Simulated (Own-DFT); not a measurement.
# PBE and PBEsol under strain: wurtzite AlGaN with randomly placed atoms, 72 atoms (Al27Ga9N36)

Source: density functional calculations with Own-DFT, an unreviewed in-house program that is no longer used. Nothing was measured or relaxed, and spin and spin-orbit coupling are left out.

Known weak points: forces on such cells passed a denser k mesh, each cell not checked; stress not checked against mesh or cutoff.

Each geometry was run with PBE and with PBEsol, otherwise alike: PseudoDojo norm-conserving scalar-relativistic files made for PBE; cutoff 42 hartree; 4 x 4 x 3 k mesh centred on Gamma; Fermi-Dirac smearing of 0.1 eV. Unstrained cell vectors in Å: (9.394, 0.000, 0.000); (-4.697, 8.135, 0.000); (0.000, 0.000, 10.066). Each has a uniform strain, of which the change of volume is shown, and random moves of rms u per axis. The random placing of the alloy's atoms differs from row to row.

| run | volume change (%) | u (Å) | P with PBE (GPa) | P with PBEsol (GPa) |
|---|---|---|---|---|
| 1 | -1.49 | 0.0496 | 10.37 | 7.16 |
| 2 | 0.50 | 0.0466 | 5.14 | 2.03 |
| 3 | 5.58 | 0.0474 | -4.00 | -6.92 |
| 4 | 2.01 | 0.0471 | 2.15 | -0.90 |
| 5 | -5.91 | 0.0481 | 21.15 | 17.79 |
| 6 | 5.06 | 0.0521 | -2.75 | -5.70 |
| 7 | -4.94 | 0.0470 | 18.39 | 15.09 |
| 8 | -5.42 | 0.0506 | 20.47 | 17.10 |
| 9 | 5.58 | 0.0515 | -3.96 | -6.89 |
| 10 | 1.00 | 0.0493 | 4.36 | 1.26 |
| 11 | 5.06 | 0.0501 | -2.92 | ? |

Q: by how much does PBEsol shrink this cell, and what belongs in the blank?

## Working it out

Write v for the change of volume as a fraction. Fitted to v and u², the PBE pressure has a slope of -223 ± 6 GPa in v, with the ions held to the strained lattice. The difference PBEsol less PBE is -3.14 + 3.8 v GPa (slope ± 0.1) and averages -3.13 GPa. Divided by the mean slope of the two, 221 GPa, that makes PBEsol's volume at a given pressure, near 6 GPa, about 1.4 % smaller, or 0.47 % in lengths. At one volume PBEsol's slope is the smaller by 4 GPa, but its pressure there is lower too. If stiffness rises by about 4 GPa for each GPa, PBEsol at equal pressure is stiffer by about 9 GPa. Files made for PBEsol would give a different shift.

For run 11 the line gives -5.87 GPa. The calculation gave -5.87 GPa.
